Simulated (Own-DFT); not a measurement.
# What a defect does to the pressure of its cell: C40 NbSi2

No measurement is shown. These are fixed-geometry runs of a retired plane-wave code named Own-DFT, which no person has reviewed; spin and spin-orbit coupling are neglected.

Settings: PBE; PseudoDojo norm-conserving scalar-relativistic files; cutoff 42 hartree; 4 x 4 x 5 k mesh centred on Gamma; cold (Marzari-Vanderbilt) smearing of 0.2 eV.

Caveats: forces on such cells failed a check on a denser k mesh; stress not checked against mesh or cutoff.

All runs share one cell, with vectors in Å (0.000, 8.324, 0.000); (-9.613, 0.000, 0.000); (0.000, 0.000, 6.586) and a volume of 527.0 Å³. u is the rms random offset of the atoms per axis. The defect's site can differ from row to row.

```
                    cell   formula   u (Å)  P (GPa)
               no defect  Nb12Si24  0.0211     1.51
               no defect  Nb12Si24  0.0215     1.49
               no defect  Nb12Si24  0.0484     2.45
two Nb on a Si site each  Nb14Si22  0.0281     7.59
two Nb on a Si site each  Nb14Si22  0.0317        ?
two Nb on a Si site each  Nb14Si22  0.0502     8.54
two Nb on a Si site each  Nb14Si22  0.0508     8.26
        two Nb vacancies  Nb10Si24  0.0302    -0.01
        two Nb vacancies  Nb10Si24  0.0462     0.33
        two Nb vacancies  Nb10Si24  0.0539     0.66
          one Si vacancy  Nb12Si23  0.0277     1.00
          one Si vacancy  Nb12Si23  0.0292     0.96
          one Si vacancy  Nb12Si23  0.0455     1.34
two Si on a Nb site each  Nb10Si26  0.0302     1.74
two Si on a Nb site each  Nb10Si26  0.0465     2.33
two Si on a Nb site each  Nb10Si26  0.0515     2.52
```

## Analysis

P = P0 + c u² + a shift for each defect gives P0 = 1.37 GPa, c = 420 ± 37 GPa/Å² and a scatter of 0.11 GPa. The shifts, and each times the cell's volume:

- two Nb on a Si site each: 5.94 ± 0.10 GPa, 19.5 eV (9.8 eV for each of its 2 sites)
- two Si on a Nb site each: 0.03 ± 0.10 GPa, 0.1 eV (0.0 eV for each of its 2 sites) (not resolved)
- one Si vacancy: -0.78 ± 0.09 GPa, -2.6 eV
- two Nb vacancies: -1.87 ± 0.10 GPa, -6.2 eV (-3.1 eV for each of its 2 sites)

A positive shift means that the defect pushes the cell outwards. Shift times volume (160.2 GPa Å³ is 1 eV) depends little on the cell's size, so, taken for each site, it can be compared between cells at like pressure. The atoms around the defects weren't relaxed, which would change these numbers.

## Withheld run

Q: what pressure belongs in the blank (two Nb on a Si site each, u = 0.0317 Å)?

The fit gives 7.73 ± 0.13 GPa. The run itself gave 7.52 GPa.
